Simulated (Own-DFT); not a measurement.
# Response to strain: diamond-structure GeSn with randomly placed atoms, 64 atoms (Ge56Sn8)

All numbers below are calculated, not measured. They come from Own-DFT, an in-house plane-wave density functional program, since retired, whose code no person has reviewed. Each row is one single-point run on a periodic cell that was not relaxed, without spin or spin-orbit coupling.

Settings of every run: PBE; PseudoDojo norm-conserving scalar-relativistic files; cutoff 49 hartree; 3 x 3 x 3 k mesh centred on Gamma; Fermi-Dirac smearing of 0.1 eV.

Known limits: forces on such cells moved up to 12 meV/angstrom on a denser k mesh; stress not checked against mesh or cutoff.

Unstrained cell vectors in Å: (11.524, 0.000, 0.000); (0.000, 11.524, 0.000); (0.000, 0.000, 11.524). The unstrained cell has measured lattice constants (interpolated for alloys), not those of this functional. That, the random moves and any unrelaxed bonds set the pressure at no strain. Each run strains this cell uniformly, with the atoms carried along. Every atom was also moved at random, by a Gaussian of width 0.05 Å on each axis. The random placing of the alloy's atoms differs from row to row. Strain is the symmetric tensor, in per cent. Stress is positive in tension, and the pressure is minus a third of its trace.

```
run,e_xx (%),e_yy (%),e_zz (%),s_xx (GPa),s_yy (GPa),s_zz (GPa),P (GPa),E (meV/atom)
1,3.00,3.00,0.00,-0.72,-0.83,-2.18,1.24,7.3
2,-1.50,-1.50,0.00,-8.06,-8.27,-7.33,7.89,81.6
3,1.25,1.25,0.00,-3.33,-3.26,-3.99,3.53,27.4
4,1.50,1.50,0.00,-2.74,-2.78,-3.60,3.04,12.4
5,1.75,1.75,0.00,-2.54,-2.23,-3.28,2.69,9.1
6,-1.75,-1.75,0.00,-8.29,-8.21,-7.31,7.94,59.0
7,-0.75,-0.75,0.00,-6.57,-6.69,-6.18,6.48,54.7
8,2.75,2.75,0.00,-0.93,-0.99,-2.28,1.40,0.0
9,0.25,0.25,0.00,?,?,?,?,?
```

E is the free energy for each atom above the lowest run shown.

## Worked fit

The change of volume is close to e_xx + e_yy + e_zz. A straight line through the runs shown gives P = 5.45 - 73 x (fractional change of volume) GPa, with an error of 2 on the slope and a scatter of 0.19 GPa. The strain isn't the same on all axes, but the crystal is cubic, so the slope still estimates the bulk modulus, averaged over pressures from 1.2 to 7.9 GPa.

## Withheld run

Question: what pressure should run 9 give? Its volume changes by 0.50 %.

The line gives 5.1 GPa. The calculation gave 4.73 GPa.
